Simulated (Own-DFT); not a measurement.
## Calculated data, GaN (wurtzite, strained, atoms displaced)

Computed with Own-DFT development build. A calculation, not a measurement: plane-wave PBE density functional theory by an unreviewed code, no spin, of a simulated periodic cell, stress positive in tension, free energy of the whole cell less one offset for each atom, forces on such cells passed a denser k mesh, this cell's mesh not checked; offsets are fitted by least squares, one for each functional and potential file, so energies compare only between cells with the same atoms and settings and are not formation energies; the far tail of each file's local potential was reset to the Coulomb form; each entry is a single point on an unrelaxed cell, so the pressure reflects the starting lattice, mostly measured values (interpolated for alloys), from which strain is counted, and rises with the displacements; printed positions are rounded, which can move forces by about a meV/angstrom; the program, named Own-DFT, is a retired in-house code; no spin-orbit coupling.

Settings shared by all entries: functional PBE; potential files PseudoDojo norm-conserving, scalar-relativistic, standard set with the stringent files for Ga; wave cutoff 96 hartree; occupations Gaussian; smearing width 0.01 eV; k mesh 3 x 4 x 3 centred on Gamma.

```json
{"entry": 1, "formula": "GaN", "kind": "wurtzite, strained, atoms displaced", "structure": {"cell_angstrom": [[12.756, 0.0, 0.0], [-4.7835, 8.2853, 0.0], [0.0, 0.0, 10.5774]], "atoms_fractional": [["Ga", 0.08575, 0.22418, 0.00635], ["Ga", 0.17214, 0.10813, 0.25042], ["N", 0.0805, 0.22348, 0.18898], ["N", 0.1693, 0.11827, 0.44471], ["Ga", 0.07821, 0.20839, 0.50786], ["Ga", 0.173, 0.12264, 0.74965], ["N", 0.08433, 0.23047, 0.69182], ["N", 0.16782, 0.11493, 0.93465], ["Ga", 0.07384, 0.5478, 1.0], ["Ga", 0.17358, 0.45436, 0.24715], ["N", 0.08625, 0.56594, 0.18212], ["N", 0.1603, 0.44462, 0.43449], ["Ga", 0.08382, 0.56782, 0.5003], ["Ga", 0.16175, 0.44042, 0.74498], ["N", 0.07992, 0.55847, 0.69486], ["N", 0.16213, 0.44625, 0.93081], ["Ga", 0.09251, 0.88915, 0.00562], ["Ga", 0.17121, 0.77885, 0.24587], ["N", 0.0756, 0.88342, 0.18627], ["N", 0.16213, 0.76834, 0.43794], ["Ga", 0.08369, 0.88406, 0.49692], ["Ga", 0.1716, 0.78712, 0.75806], ["N", 0.08908, 0.89485, 0.68964], ["N", 0.16853, 0.77741, 0.93567], ["Ga", 0.336, 0.22358, 0.00015], ["Ga", 0.41582, 0.10234, 0.25432], ["N", 0.32471, 0.21247, 0.18796], ["N", 0.40801, 0.11082, 0.43732], ["Ga", 0.33679, 0.22047, 0.50243], ["Ga", 0.41417, 0.09928, 0.74994], ["N", 0.32938, 0.22598, 0.68211], ["N", 0.41504, 0.10033, 0.93101], ["Ga", 0.3308, 0.54878, 0.9972], ["Ga", 0.41425, 0.44558, 0.25658], ["N", 0.33841, 0.56597, 0.18873], ["N", 0.41647, 0.44945, 0.44178], ["Ga", 0.33524, 0.56317, 0.49339], ["Ga", 0.42538, 0.45074, 0.7545], ["N", 0.33125, 0.54822, 0.68466], ["N", 0.42066, 0.43988, 0.94195], ["Ga", 0.33168, 0.89316, 0.99793], ["Ga", 0.42093, 0.77978, 0.24749], ["N", 0.33016, 0.88907, 0.19101], ["N", 0.42227, 0.78177, 0.44356], ["Ga", 0.32707, 0.8869, 0.49429], ["Ga", 0.42118, 0.77285, 0.74435], ["N", 0.34197, 0.89993, 0.69501], ["N", 0.41078, 0.78298, 0.93823], ["Ga", 0.58041, 0.22397, 0.99374], ["Ga", 0.66572, 0.11044, 0.25858], ["N", 0.58421, 0.21508, 0.19284], ["N", 0.67165, 0.11287, 0.44046], ["Ga", 0.59031, 0.23082, 0.49549], ["Ga", 0.66254, 0.10649, 0.7598], ["N", 0.58954, 0.22746, 0.68915], ["N", 0.67151, 0.10902, 0.94018], ["Ga", 0.57985, 0.54795, 0.0065], ["Ga", 0.66509, 0.44542, 0.2528], ["N", 0.5723, 0.55454, 0.19207], ["N", 0.66023, 0.43619, 0.43341], ["Ga", 0.58727, 0.55856, 0.49896], ["Ga", 0.66358, 0.44227, 0.74461], ["N", 0.589, 0.56527, 0.67993], ["N", 0.66608, 0.43953, 0.94448], ["Ga", 0.58836, 0.89986, 0.99817], ["Ga", 0.66039, 0.76749, 0.24701], ["N", 0.58853, 0.89601, 0.19094], ["N", 0.66422, 0.77348, 0.43953], ["Ga", 0.57502, 0.88552, 0.50475], ["Ga", 0.66312, 0.77205, 0.75351], ["N", 0.59053, 0.88818, 0.68689], ["N", 0.66679, 0.78064, 0.94105], ["Ga", 0.83845, 0.22226, 0.00085], ["Ga", 0.91441, 0.11006, 0.24706], ["N", 0.83732, 0.21786, 0.197], ["N", 0.91371, 0.10838, 0.43566], ["Ga", 0.83386, 0.22422, 0.49728], ["Ga", 0.91672, 0.11407, 0.74527], ["N", 0.83248, 0.21805, 0.6966], ["N", 0.92059, 0.1118, 0.93507], ["Ga", 0.83596, 0.56583, 0.99723], ["Ga", 0.9158, 0.45106, 0.2486], ["N", 0.82972, 0.55833, 0.18354], ["N", 0.91429, 0.44207, 0.43591], ["Ga", 0.83326, 0.55951, 0.50376], ["Ga", 0.91492, 0.44686, 0.74781], ["N", 0.83344, 0.54809, 0.68464], ["N", 0.91151, 0.44636, 0.93224], ["Ga", 0.83695, 0.89822, 0.99944], ["Ga", 0.91301, 0.77934, 0.24977], ["N", 0.83326, 0.89038, 0.18556], ["N", 0.91759, 0.77971, 0.44051], ["Ga", 0.83393, 0.87918, 0.49793], ["Ga", 0.92117, 0.79564, 0.7488], ["N", 0.84111, 0.89989, 0.69234], ["N", 0.91939, 0.77612, 0.9497]]}, "results": {"free_energy_of_cell_above_offsets [eV]": "-5.267", "pressure [GPa]": 3.35, "stress_xx [GPa]": -4.37, "stress_yy [GPa]": -6.92, "stress_zz [GPa]": 1.23, "stress_yz [GPa]": 0.07, "stress_xz [GPa]": 0.27, "stress_xy [GPa]": 0.06, "force_element": ["Ga", "Ga", "N", "N", "Ga", "Ga", "N", "N", "Ga", "Ga", "N", "N", "Ga", "Ga", "N", "N", "Ga", "Ga", "N", "N", "Ga", "Ga", "N", "N", "Ga", "Ga", "N", "N", "Ga", "Ga", "N", "N", "Ga", "Ga", "N", "N", "Ga", "Ga", "N", "N", "Ga", "Ga", "N", "N", "Ga", "Ga", "N", "N", "Ga", "Ga", "N", "N", "Ga", "Ga", "N", "N", "Ga", "Ga", "N", "N", "Ga", "Ga", "N", "N", "Ga", "Ga", "N", "N", "Ga", "Ga", "N", "N", "Ga", "Ga", "N", "N", "Ga", "Ga", "N", "N", "Ga", "Ga", "N", "N", "Ga", "Ga", "N", "N", "Ga", "Ga", "N", "N", "Ga", "Ga", "N", "N"], "force_x [eV/angstrom]": [-0.17, -2.833, 1.22, 0.626, -0.886, -0.827, 0.287, 0.606, 0.675, -1.207, -0.115, 0.775, 0.356, 0.07, 0.763, 0.812, -1.488, -1.771, 1.411, 0.062, -0.139, 0.005, -0.387, -0.329, -0.337, -0.352, 2.35, 2.363, -1.795, -0.31, 2.142, -0.5, -0.664, -0.651, 0.124, 0.619, -0.811, -0.918, 0.228, -0.93, 0.349, -0.092, 1.331, -2.364, 0.917, -0.973, -0.215, 2.087, 1.091, 1.122, -1.228, -1.402, -0.334, 1.003, -0.877, -0.964, 0.742, -0.046, 1.771, 0.439, -0.917, 0.696, 0.151, -0.63, -0.759, 0.374, -0.347, 0.129, 2.871, 1.231, -1.199, 0.154, -0.327, 1.284, -2.139, 0.503, 0.843, 0.319, -0.999, -0.151, -0.053, 0.526, 0.024, -0.36, 0.441, 0.608, -1.674, 0.318, 0.391, 0.094, -0.619, 0.692, -1.922, 1.523, -1.213, -0.299], "force_y [eV/angstrom]": [0.017, -0.484, 0.341, -1.529, 1.696, -0.786, -1.845, -0.209, 0.793, -1.103, -1.227, 0.303, -3.658, 1.859, 0.808, -0.369, 0.32, -0.235, 0.629, 2.637, 1.28, -0.813, 0.062, -0.218, -1.245, 1.377, 1.671, -0.665, 1.396, 3.924, 0.489, 2.058, 1.208, -1.03, -1.225, -0.566, -1.799, -0.872, 0.815, 0.547, -1.283, 0.958, -0.002, -0.006, 0.393, 0.057, -3.838, -0.931, -1.172, 0.221, 0.849, -0.683, -2.277, 0.587, -1.224, 1.411, 1.352, -0.505, -0.954, 2.124, -0.496, 0.848, -1.32, 1.141, -2.002, 2.063, -0.774, 0.695, 1.391, 1.388, 0.157, -0.886, 0.389, -0.348, 1.55, -0.514, -0.286, 0.647, 0.696, 0.513, -1.872, -0.603, -0.271, 1.13, -0.977, -0.94, 1.7, -0.448, -1.055, -0.195, -0.591, -0.829, 1.795, -1.702, -1.583, 2.162], "force_z [eV/angstrom]": [-0.829, 0.937, 0.125, -1.138, -0.985, 0.217, -0.853, 0.668, -0.717, 0.593, 0.392, 0.494, 1.192, 0.54, -1.164, 1.08, -0.902, 0.508, 1.0, -1.308, 0.895, -1.193, -0.498, 1.175, 0.058, -0.444, -0.531, -0.157, 0.111, -0.177, 1.29, 0.928, -0.119, 0.118, -0.637, -0.48, 0.977, -1.071, 0.288, -0.764, 0.765, 0.265, -0.715, -1.589, 1.304, 0.907, -2.407, -0.269, 1.29, -0.656, -0.783, 0.329, 1.157, -1.304, -0.51, 0.071, -0.096, -1.11, -0.694, 0.411, -0.512, 0.966, 1.178, -1.223, 0.948, 0.785, -0.477, -0.509, 0.002, 0.35, 0.42, -0.174, 0.34, 1.233, -1.59, 0.567, 1.144, 1.142, -1.318, 0.176, 0.487, 0.085, 0.775, 0.125, -0.654, 0.384, 0.324, 0.976, 0.148, -0.186, 0.314, -0.86, 0.614, 1.165, -1.151, -1.977]}}
{"entry": 2, "formula": "GaN", "kind": "wurtzite, strained, atoms displaced", "structure": {"cell_angstrom": [[12.756, 0.0, 0.0], [-4.7835, 8.2853, 0.0], [0.0, 0.0, 10.5774]], "atoms_fractional": [["Ga", 0.08562, 0.227, 0.9952], ["Ga", 0.16306, 0.10701, 0.25501], ["N", 0.08677, 0.22554, 0.18326], ["N", 0.16627, 0.11, 0.43988], ["Ga", 0.07755, 0.21678, 0.49991], ["Ga", 0.16603, 0.10677, 0.74851], ["N", 0.08564, 0.2164, 0.68393], ["N", 0.1651, 0.10044, 0.94387], ["Ga", 0.09132, 0.55139, 0.00125], ["Ga", 0.17135, 0.45449, 0.24924], ["N", 0.08682, 0.55073, 0.18972], ["N", 0.16598, 0.44616, 0.43406], ["Ga", 0.0841, 0.55676, 0.49802], ["Ga", 0.16213, 0.43625, 0.74845], ["N", 0.0823, 0.55732, 0.68151], ["N", 0.16245, 0.43193, 0.94245], ["Ga", 0.07528, 0.87749, 0.99268], ["Ga", 0.16689, 0.77723, 0.25561], ["N", 0.08021, 0.89125, 0.18719], ["N", 0.16704, 0.77557, 0.44109], ["Ga", 0.08413, 0.89105, 0.4968], ["Ga", 0.16819, 0.77548, 0.74597], ["N", 0.08465, 0.88948, 0.68981], ["N", 0.16899, 0.77839, 0.93959], ["Ga", 0.32648, 0.21508, 0.00645], ["Ga", 0.41495, 0.11046, 0.24224], ["N", 0.3335, 0.2225, 0.17873], ["N", 0.41602, 0.10695, 0.43544], ["Ga", 0.33684, 0.22296, 0.49464], ["Ga", 0.42283, 0.11303, 0.74899], ["N", 0.33003, 0.22237, 0.67735], ["N", 0.41874, 0.11109, 0.94252], ["Ga", 0.33345, 0.55735, 0.99934], ["Ga", 0.40545, 0.42878, 0.2513], ["N", 0.32615, 0.55688, 0.18664], ["N", 0.41267, 0.44527, 0.42883], ["Ga", 0.32782, 0.56808, 0.50494], ["Ga", 0.41777, 0.44727, 0.75709], ["N", 0.33069, 0.55308, 0.68142], ["N", 0.41423, 0.45114, 0.9391], ["Ga", 0.33035, 0.88255, 0.00188], ["Ga", 0.41203, 0.78108, 0.24498], ["N", 0.33246, 0.88523, 0.19371], ["N", 0.41622, 0.77907, 0.44168], ["Ga", 0.3299, 0.88323, 0.49218], ["Ga", 0.41655, 0.77284, 0.75794], ["N", 0.33772, 0.88805, 0.68825], ["N", 0.41235, 0.76953, 0.94162], ["Ga", 0.59004, 0.22628, 0.99939], ["Ga", 0.66977, 0.10537, 0.24475], ["N", 0.58775, 0.22754, 0.18123], ["N", 0.67022, 0.12062, 0.43404], ["Ga", 0.57548, 0.22397, 0.50303], ["Ga", 0.6685, 0.11627, 0.74103], ["N", 0.602, 0.23222, 0.67829], ["N", 0.66207, 0.10498, 0.93928], ["Ga", 0.58923, 0.56936, 0.00601], ["Ga", 0.67528, 0.45138, 0.24766], ["N", 0.57773, 0.55026, 0.18985], ["N", 0.66331, 0.44631, 0.43466], ["Ga", 0.57988, 0.56442, 0.49406], ["Ga", 0.67818, 0.45582, 0.75752], ["N", 0.58097, 0.5566, 0.68138], ["N", 0.67578, 0.44849, 0.94103], ["Ga", 0.58656, 0.89367, 0.99585], ["Ga", 0.66803, 0.78096, 0.25381], ["N", 0.5739, 0.87223, 0.19574], ["N", 0.66075, 0.77708, 0.44138], ["Ga", 0.58456, 0.88925, 0.50596], ["Ga", 0.66422, 0.77172, 0.75294], ["N", 0.58815, 0.89256, 0.68242], ["N", 0.66642, 0.77712, 0.93563], ["Ga", 0.84071, 0.22859, 0.01012], ["Ga", 0.9084, 0.09458, 0.25461], ["N", 0.84033, 0.229, 0.18646], ["N", 0.91659, 0.11347, 0.44452], ["Ga", 0.8358, 0.21734, 0.49784], ["Ga", 0.91516, 0.10606, 0.74118], ["N", 0.83555, 0.21646, 0.68155], ["N", 0.90872, 0.10398, 0.94511], ["Ga", 0.8358, 0.56256, 0.00907], ["Ga", 0.9185, 0.444, 0.23926], ["N", 0.83403, 0.5642, 0.1895], ["N", 0.91221, 0.44245, 0.44448], ["Ga", 0.83523, 0.55479, 0.50852], ["Ga", 0.92062, 0.44446, 0.75003], ["N", 0.83435, 0.5546, 0.68886], ["N", 0.91873, 0.4378, 0.93638], ["Ga", 0.82673, 0.89111, 0.00216], ["Ga", 0.9054, 0.7663, 0.24841], ["N", 0.83329, 0.88184, 0.18663], ["N", 0.92134, 0.77701, 0.4427], ["Ga", 0.83746, 0.89286, 0.50008], ["Ga", 0.92021, 0.77443, 0.75398], ["N", 0.83995, 0.89471, 0.6749], ["N", 0.90643, 0.77224, 0.93949]]}, "results": {"free_energy_of_cell_above_offsets [eV]": "-4.814", "pressure [GPa]": 3.37, "stress_xx [GPa]": -4.0, "stress_yy [GPa]": -6.14, "stress_zz [GPa]": 0.02, "stress_yz [GPa]": 0.18, "stress_xz [GPa]": -0.07, "stress_xy [GPa]": 0.44, "force_element": ["Ga", "Ga", "N", "N", "Ga", "Ga", "N", "N", "Ga", "Ga", "N", "N", "Ga", "Ga", "N", "N", "Ga", "Ga", "N", "N", "Ga", "Ga", "N", "N", "Ga", "Ga", "N", "N", "Ga", "Ga", "N", "N", "Ga", "Ga", "N", "N", "Ga", "Ga", "N", "N", "Ga", "Ga", "N", "N", "Ga", "Ga", "N", "N", "Ga", "Ga", "N", "N", "Ga", "Ga", "N", "N", "Ga", "Ga", "N", "N", "Ga", "Ga", "N", "N", "Ga", "Ga", "N", "N", "Ga", "Ga", "N", "N", "Ga", "Ga", "N", "N", "Ga", "Ga", "N", "N", "Ga", "Ga", "N", "N", "Ga", "Ga", "N", "N", "Ga", "Ga", "N", "N", "Ga", "Ga", "N", "N"], "force_x [eV/angstrom]": [-0.021, -0.365, -0.645, -0.087, 1.528, 0.743, -0.899, -0.948, -1.525, 0.049, -1.759, -0.224, -0.662, 0.247, 0.734, 0.546, 0.254, -1.052, 0.387, -0.733, 0.41, 0.303, 0.214, -0.377, 0.867, 0.943, -0.303, -0.598, -0.654, -0.496, 1.172, -0.121, -0.253, 0.122, 1.878, -0.293, 1.24, -0.126, -0.034, 1.35, 0.223, 1.351, -1.356, 0.287, 0.709, -0.034, -0.258, 0.287, -0.883, -1.318, 0.257, -0.074, 1.687, 1.56, -2.818, 1.005, -0.33, -2.165, 0.557, 0.345, 0.531, -1.433, 0.635, -1.274, -0.686, -0.595, 1.021, 1.52, -0.897, 0.407, -0.42, -0.418, -0.753, 1.346, -0.292, 0.556, -2.156, 0.12, -0.236, 1.023, 0.781, -0.072, 1.544, 1.032, -1.027, -0.395, 0.849, -0.277, 1.141, 2.184, -1.523, -1.293, -0.327, -0.882, -0.173, 0.591], "force_y [eV/angstrom]": [-3.416, 0.493, -0.511, 0.261, 1.361, 0.415, 0.373, 0.648, 0.523, -2.481, 1.379, -0.491, -0.953, 0.564, -0.441, 2.441, 0.657, -0.022, -1.356, 0.254, -0.2, 0.625, -0.69, -1.141, 0.662, 0.703, -1.121, -0.031, 0.519, 0.235, 0.161, 0.041, -1.037, 2.198, 0.379, 0.022, -1.617, -0.693, 0.111, -0.924, 1.134, -1.619, 0.883, 0.469, 1.009, 0.398, 0.088, 1.357, -0.287, 0.455, -0.574, -1.124, 0.566, -1.038, 0.538, 1.318, -2.3, -1.536, 0.714, 0.52, -1.966, -0.914, -0.322, 0.163, -1.146, -1.612, 2.049, 1.478, 1.011, 0.924, -0.649, 0.529, -1.043, 2.368, -1.687, -1.167, 1.202, 0.301, 0.961, 1.0, -1.074, 0.895, -2.168, 0.217, -0.354, -0.79, 0.581, 1.439, -0.204, 2.744, 0.266, -0.219, -1.36, 0.531, -1.65, 0.794], "force_z [eV/angstrom]": [1.555, -1.011, 1.009, -0.411, -0.27, 0.603, 0.559, -1.539, 0.036, 0.789, -0.748, 0.625, -0.273, -0.119, 0.941, -2.125, 1.387, -0.763, 0.054, -0.582, 0.813, 0.426, -0.348, -0.586, -2.257, 0.551, 2.292, -0.683, 0.201, 0.053, 1.607, -0.634, 1.068, -0.627, -0.566, 1.387, -1.287, -1.351, 2.045, 0.157, 0.043, 1.747, -1.235, -1.078, 1.429, -1.355, -0.191, -0.366, -0.051, 0.882, 0.897, 0.06, -1.679, 1.263, 1.558, -0.832, 0.145, 1.002, -0.104, 0.374, 0.18, -0.788, 1.074, -0.144, 1.04, 0.321, -1.791, -0.971, -1.554, -1.477, 2.101, -0.024, -2.059, -0.455, 0.977, -1.988, 0.182, 1.38, 0.808, -1.454, -1.312, 2.279, -0.863, -1.418, -1.215, -0.136, 0.611, 0.583, -0.187, 1.862, 0.203, -1.067, -0.75, -0.764, 2.683, -0.362]}}
{"entry": 3, "formula": "GaN", "kind": "wurtzite, strained, atoms displaced", "structure": {"cell_angstrom": [[12.756, 0.0, 0.0], [-4.7835, 8.2853, 0.0], [0.0, 0.0, 10.5774]], "atoms_fractional": [["Ga", 0.07988, 0.22914, 0.99224], ["Ga", 0.16603, 0.11342, 0.24596], ["N", 0.0851, 0.22821, 0.19387], ["N", 0.16352, 0.11099, 0.44239], ["Ga", 0.08518, 0.23056, 0.49933], ["Ga", 0.16873, 0.11641, 0.75113], ["N", 0.08472, 0.22559, 0.68575], ["N", 0.16727, 0.11102, 0.93727], ["Ga", 0.07831, 0.54704, 0.99937], ["Ga", 0.17154, 0.44348, 0.24624], ["N", 0.08359, 0.55799, 0.19463], ["N", 0.17035, 0.43694, 0.43958], ["Ga", 0.08517, 0.55714, 0.49073], ["Ga", 0.17188, 0.4367, 0.74945], ["N", 0.0886, 0.55828, 0.69029], ["N", 0.16349, 0.45814, 0.93647], ["Ga", 0.07751, 0.88861, 0.00511], ["Ga", 0.16954, 0.77625, 0.24896], ["N", 0.08003, 0.88635, 0.18454], ["N", 0.17867, 0.78444, 0.43822], ["Ga", 0.09128, 0.9027, 0.50209], ["Ga", 0.16796, 0.7831, 0.74786], ["N", 0.08851, 0.89358, 0.6936], ["N", 0.16963, 0.78134, 0.94209], ["Ga", 0.32794, 0.21934, 0.00464], ["Ga", 0.41483, 0.10928, 0.25112], ["N", 0.33296, 0.22699, 0.18703], ["N", 0.41492, 0.10526, 0.43843], ["Ga", 0.32851, 0.22183, 0.50535], ["Ga", 0.41915, 0.11854, 0.75242], ["N", 0.33182, 0.2207, 0.68788], ["N", 0.41406, 0.10977, 0.93722], ["Ga", 0.33298, 0.56447, 0.99093], ["Ga", 0.41398, 0.44701, 0.24309], ["N", 0.33913, 0.55501, 0.18366], ["N", 0.41617, 0.44711, 0.43701], ["Ga", 0.33826, 0.55946, 0.4968], ["Ga", 0.41366, 0.44188, 0.74661], ["N", 0.33109, 0.55784, 0.69172], ["N", 0.42413, 0.46022, 0.94525], ["Ga", 0.34264, 0.88028, 0.00213], ["Ga", 0.41059, 0.76481, 0.2552], ["N", 0.33702, 0.87774, 0.1981], ["N", 0.41809, 0.77715, 0.43547], ["Ga", 0.33596, 0.89038, 0.49525], ["Ga", 0.41601, 0.77525, 0.74783], ["N", 0.34105, 0.90132, 0.69316], ["N", 0.42302, 0.79199, 0.94036], ["Ga", 0.58381, 0.22278, 0.00172], ["Ga", 0.66835, 0.11385, 0.2551], ["N", 0.59332, 0.21789, 0.17778], ["N", 0.65754, 0.10211, 0.43868], ["Ga", 0.59092, 0.22741, 0.50527], ["Ga", 0.67296, 0.11459, 0.74549], ["N", 0.58124, 0.22448, 0.69372], ["N", 0.66314, 0.10499, 0.93125], ["Ga", 0.57682, 0.5489, 0.99598], ["Ga", 0.66604, 0.4441, 0.24753], ["N", 0.58264, 0.55582, 0.18693], ["N", 0.66612, 0.4408, 0.44325], ["Ga", 0.58635, 0.56675, 0.50323], ["Ga", 0.66887, 0.45041, 0.74586], ["N", 0.58517, 0.55607, 0.69104], ["N", 0.66578, 0.44663, 0.94603], ["Ga", 0.57619, 0.88472, 0.00402], ["Ga", 0.67139, 0.7788, 0.25654], ["N", 0.58599, 0.89244, 0.18623], ["N", 0.66792, 0.77243, 0.43791], ["Ga", 0.58044, 0.8885, 0.50703], ["Ga", 0.6667, 0.78077, 0.75426], ["N", 0.58172, 0.88773, 0.69657], ["N", 0.66422, 0.76867, 0.93558], ["Ga", 0.8354, 0.22152, 0.00614], ["Ga", 0.9137, 0.10806, 0.25019], ["N", 0.83416, 0.22634, 0.19298], ["N", 0.91642, 0.10916, 0.44065], ["Ga", 0.83513, 0.22295, 0.49849], ["Ga", 0.92078, 0.11677, 0.74523], ["N", 0.8344, 0.22901, 0.68409], ["N", 0.91893, 0.11729, 0.93735], ["Ga", 0.83606, 0.56173, 0.99914], ["Ga", 0.91761, 0.44649, 0.24834], ["N", 0.83722, 0.56122, 0.18891], ["N", 0.91002, 0.44887, 0.43979], ["Ga", 0.83299, 0.56443, 0.49366], ["Ga", 0.91806, 0.45242, 0.75387], ["N", 0.82614, 0.54446, 0.68237], ["N", 0.91762, 0.441, 0.94296], ["Ga", 0.82726, 0.87903, 0.99849], ["Ga", 0.91859, 0.77184, 0.25271], ["N", 0.84182, 0.9018, 0.18738], ["N", 0.9202, 0.78325, 0.43921], ["Ga", 0.82505, 0.88795, 0.49846], ["Ga", 0.91631, 0.7878, 0.749], ["N", 0.83619, 0.89123, 0.69119], ["N", 0.91839, 0.78037, 0.94891]]}, "results": {"free_energy_of_cell_above_offsets [eV]": "-5.437", "pressure [GPa]": 3.34, "stress_xx [GPa]": -5.8, "stress_yy [GPa]": -6.14, "stress_zz [GPa]": 1.92, "stress_yz [GPa]": -0.08, "stress_xz [GPa]": -0.35, "stress_xy [GPa]": -0.18, "force_element": ["Ga", "Ga", "N", "N", "Ga", "Ga", "N", "N", "Ga", "Ga", "N", "N", "Ga", "Ga", "N", "N", "Ga", "Ga", "N", "N", "Ga", "Ga", "N", "N", "Ga", "Ga", "N", "N", "Ga", "Ga", "N", "N", "Ga", "Ga", "N", "N", "Ga", "Ga", "N", "N", "Ga", "Ga", "N", "N", "Ga", "Ga", "N", "N", "Ga", "Ga", "N", "N", "Ga", "Ga", "N", "N", "Ga", "Ga", "N", "N", "Ga", "Ga", "N", "N", "Ga", "Ga", "N", "N", "Ga", "Ga", "N", "N", "Ga", "Ga", "N", "N", "Ga", "Ga", "N", "N", "Ga", "Ga", "N", "N", "Ga", "Ga", "N", "N", "Ga", "Ga", "N", "N", "Ga", "Ga", "N", "N"], "force_x [eV/angstrom]": [1.384, -0.103, -0.268, 0.246, -0.016, 0.007, 0.393, -1.139, -0.969, -0.589, 0.738, -0.759, -0.195, -2.382, -0.356, 2.786, 2.131, -0.495, 0.983, -2.336, -0.009, 1.306, -1.318, -0.204, 1.002, 0.843, 0.478, -0.11, 1.125, 0.193, -0.18, 0.029, 0.361, 1.781, -1.918, 0.684, -0.607, 0.687, 1.32, -2.87, -4.585, 1.816, -1.29, 0.266, 0.852, -0.888, -0.192, 1.2, 0.172, 0.205, -2.182, 1.343, -1.474, -1.209, 0.991, 0.706, 2.259, 0.11, 0.304, -0.737, 0.138, -0.098, -1.099, 0.706, 2.606, -0.58, 0.13, -1.345, 0.247, 0.329, 0.499, -0.504, -1.355, 0.43, 0.382, -0.31, -0.72, -0.943, 0.876, -0.337, -0.213, -0.225, -0.426, 1.709, 0.206, 0.725, 0.803, -1.279, -0.329, -0.686, -0.286, -0.225, 2.25, 1.671, -1.385, -0.687], "force_y [eV/angstrom]": [-0.158, -0.562, -0.828, 1.156, -1.807, -0.683, -0.626, 0.62, 2.84, 0.658, -0.746, 2.147, -0.079, 1.494, -0.351, -1.771, 0.331, 0.693, 0.641, -0.931, -2.147, -0.532, 0.122, -0.383, 0.431, 0.043, -0.94, 1.811, 0.22, -0.587, 0.654, 0.357, -0.294, -0.305, 0.239, -0.308, -0.433, 0.646, -0.189, -2.648, 2.198, 1.168, 1.43, -0.194, 0.346, 1.21, -1.365, -3.133, -0.375, -1.0, 0.764, 0.729, -0.772, 0.072, 0.218, 0.616, 1.372, -0.336, 0.162, 0.994, -2.734, -1.057, 0.561, -0.031, 1.253, 0.178, -0.786, 1.285, -0.314, -0.388, 0.066, 0.979, -0.66, 1.547, -0.361, 0.316, 0.383, 0.076, -0.272, -1.18, -1.243, 0.084, -0.94, -0.484, -0.477, -0.235, 2.221, 0.205, 1.317, 1.458, -2.452, 0.496, 0.614, -1.605, 0.475, -0.193], "force_z [eV/angstrom]": [1.233, 0.689, -1.35, -1.102, 0.236, 0.358, 0.042, 0.085, 1.005, 0.628, -0.787, -0.958, 1.258, 0.192, -0.661, -0.571, -0.718, 0.088, 1.311, -0.432, 0.392, 1.098, -0.868, 0.042, -0.835, -0.073, 0.372, -0.123, -1.155, 0.516, 0.204, 0.933, 0.912, 1.241, -0.692, 0.018, 0.68, 0.849, -0.814, -2.003, 1.082, -0.464, -1.529, 0.994, 1.617, 0.675, -1.103, -2.065, -1.578, -0.468, 2.034, 0.353, 0.275, 1.099, -0.818, 0.824, 1.444, 0.151, 0.282, -1.178, 0.152, 1.423, -0.588, -1.284, 0.053, -1.852, 1.081, 0.106, -0.225, 0.018, -1.5, 0.525, -0.531, 0.553, -0.261, -0.276, -0.026, 0.662, 0.107, -0.566, 0.541, 0.783, -0.299, -0.781, 1.008, -0.562, 0.528, -0.581, 0.638, 0.116, -0.136, 0.049, 0.731, 0.523, -0.839, -2.161]}}
```
